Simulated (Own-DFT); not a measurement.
# What a defect does to the pressure of its cell: grey tin

The numbers are computed, not measured, by runs of the plane-wave DFT program Own-DFT (in-house, retired, unreviewed) at fixed positions, with no spin and no spin-orbit coupling.

Method: PBE; PseudoDojo norm-conserving scalar-relativistic files; cutoff 42 hartree; 3 x 3 x 3 k mesh centred on Gamma; cold (Marzari-Vanderbilt) smearing of 0.2 eV.

Caveats (not all hold for every row): not probed for a lower state with spin; forces on such cells moved up to 12 meV/angstrom on a denser k mesh; stress not checked against mesh or cutoff.

All runs share one cell, with vectors in Å (12.978, 0.000, 0.000); (0.000, 12.978, 0.000); (0.000, 0.000, 12.978) and a volume of 2185.9 Å³. Atoms were moved at random from their sites; u is the rms move along one axis. The defect's site can differ from row to row.

```
            cell  formula   u (Å)  P (GPa)
       no defect     Sn64  0.0178     3.37
       no defect     Sn64  0.0199     3.37
       no defect     Sn64  0.0480     3.61
  one Sn vacancy     Sn63  0.0311     3.23
  one Sn vacancy     Sn63  0.0313     3.21
  one Sn vacancy     Sn63  0.0477        ?
  one Sn vacancy     Sn63  0.0500     3.47
two Sn vacancies     Sn62  0.0295     3.10
two Sn vacancies     Sn62  0.0527     3.32
two Sn vacancies     Sn62  0.0533     3.34
```

## What the rows give

P = P0 + c u² + a shift for each defect gives P0 = 3.32 GPa, c = 129 ± 9 GPa/Å² and a scatter of 0.02 GPa. The shifts, and each times the cell's volume:

- one Sn vacancy: -0.21 ± 0.02 GPa, -2.9 eV
- two Sn vacancies: -0.35 ± 0.02 GPa, -4.7 eV (-2.4 eV for each of its 2 sites)

A positive shift means that the defect pushes the cell outwards. Shift times volume (160.2 GPa Å³ is 1 eV) depends little on the cell's size, so, taken for each site, it can be compared between cells at like pressure. The atoms around the defects weren't relaxed, which would change these numbers.

## Check

Question: what pressure belongs in the blank (one Sn vacancy, u = 0.0477 Å)?

The fitted form gives 3.40 ± 0.03 GPa. Computed: 3.42 GPa.
